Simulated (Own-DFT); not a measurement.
# Strain and stress in grey tin, 64 atoms (Sn64)

These are calculations, not measurements. The program, named Own-DFT, is a retired in-house plane-wave density functional code that no person has reviewed. Each row is one single-point run on a periodic cell that was not relaxed, without spin or spin-orbit coupling.

Settings of every run: PBE; PseudoDojo norm-conserving scalar-relativistic files; cutoff 42 hartree; 3 x 3 x 3 k mesh centred on Gamma; cold (Marzari-Vanderbilt) smearing of 0.2 eV.

Known limits: forces on such cells moved up to 12 meV/angstrom on a denser k mesh; stress not checked against mesh or cutoff.

Unstrained cell vectors in Å: (12.978, 0.000, 0.000); (0.000, 12.978, 0.000); (0.000, 0.000, 12.978). The unstrained cell has measured lattice constants (interpolated for alloys), not those of this functional. That, the random moves and any unrelaxed bonds set the pressure at no strain. Each run strains this cell uniformly, with the atoms carried along. Every atom was also moved at random, by a Gaussian of width 0.05 Å on each axis. Strain is the symmetric tensor, in per cent. Stress is positive in tension, and the pressure is minus a third of its trace.

```
run  e_xx (%)  e_yy (%)  e_zz (%)  e_yz (%)  e_xz (%)  e_xy (%)  s_xx (GPa)  s_yy (GPa)  s_zz (GPa)  s_yz (GPa)  s_xz (GPa)  s_xy (GPa)  P (GPa)  E (meV/atom)
  1     -0.41      0.42      0.27     -0.42      1.37      1.20       -3.76       -3.52       -3.56       -0.08        1.16        1.32     3.61           2.2
  2     -1.87      0.27     -1.46      1.93      0.78     -0.26       -5.84       -5.30       -5.71        2.54        1.22       -0.47     5.62          43.9
  3      0.65      0.85     -0.27      1.34     -1.85     -0.85       -3.11       -3.10       -3.40        1.41       -2.12       -0.64     3.20           0.0
  4     -1.62      0.85     -1.06     -1.16      1.55     -1.13       -5.01       -4.30       -4.87       -1.35        1.87       -0.86     4.73          17.1
  5     -1.13      0.34      0.99     -0.25      1.46     -1.95       -4.02       -3.64       -3.46       -0.15        1.14       -2.27     3.71           7.8
  6     -1.40      0.05      0.02     -0.96     -1.74      0.01       -4.76       -4.38       -4.31       -1.41       -2.14       -0.24     4.48          14.3
  7     -1.25      0.04     -0.37      1.29     -1.62     -1.02       -4.91       -4.55       -4.60        1.79       -1.92       -1.13     4.68          20.0
  8     -0.16     -0.45      1.09     -1.72      1.23      1.04       -3.63       -3.75       -3.36       -2.20        1.54        1.41     3.58           6.3
  9     -1.51      1.63     -1.26      0.05     -1.77     -1.22       -4.76       -3.85       -4.65        0.42       -1.97       -1.48     4.42          18.8
 10     -0.46      0.77     -0.56     -1.93     -0.26     -0.70       -3.96       -3.63       -4.09       -2.28       -0.14       -0.77     3.90           7.5
 11      0.10     -1.98     -1.93      0.89     -0.25     -0.20       -5.54       -6.15       -6.13        1.32       -0.01        0.44     5.94          43.3
 12      0.92     -1.48     -0.76      0.14      0.21     -1.03       -3.97       -4.69       -4.42        0.16        0.56       -0.89     4.36           6.4
 13     -1.67     -0.66      1.31      1.18     -0.42      1.10       -4.66       -4.42       -3.74        1.22       -0.74        1.82     4.27          11.4
 14     -0.63     -0.82     -1.19     -0.45     -1.10     -0.95       -5.09       -5.19       -5.32       -0.52       -1.85       -1.45     5.20          25.8
 15     -1.98     -0.87      0.95     -1.99      0.20      0.87           ?           ?           ?           ?           ?           ?        ?             ?
```

E is the free energy for each atom above the lowest run shown.

## Worked fit

Each stress component was fitted by least squares to a constant and the strains of the runs shown, as fractions, with shears doubled. Shear strains stay in the fit of a normal stress only where such slopes are resolved. The slopes, in GPa:

```
stress  at no strain  per e_xx  per e_yy  per e_zz  scatter
  s_xx          -3.8    75 ± 3    44 ± 2    47 ± 2     0.08
  s_yy          -3.8    47 ± 3    73 ± 3    46 ± 3     0.09
  s_zz          -3.8    44 ± 3    43 ± 3    75 ± 3     0.10
```

Each shear stress against twice its own strain: yz 62 ± 3, xz 59 ± 4, xy 59 ± 6 GPa. These are stiffnesses along x, y and z of the frame in which the cell vectors are given, which need not be the crystal's axes. The atoms are held to the strained lattice; where symmetry lets them move under strain, relaxing them would lower some slopes. The table should be nearly symmetric about its diagonal, and what it lacks of that shows the noise. A ninth of its sum, 55 ± 2 GPa, estimates the bulk modulus near the mean pressure of these runs, 4.4 GPa, so it lies above the value at zero pressure.

## Withheld run

Question: what normal stresses and pressure should run 15 give?

The fit gives s_xx = -5.2, s_yy = -4.9, s_zz = -4.3 and P = 4.8 GPa. The calculation gave -5.23, -4.96, -4.42 and P = 4.87 GPa.
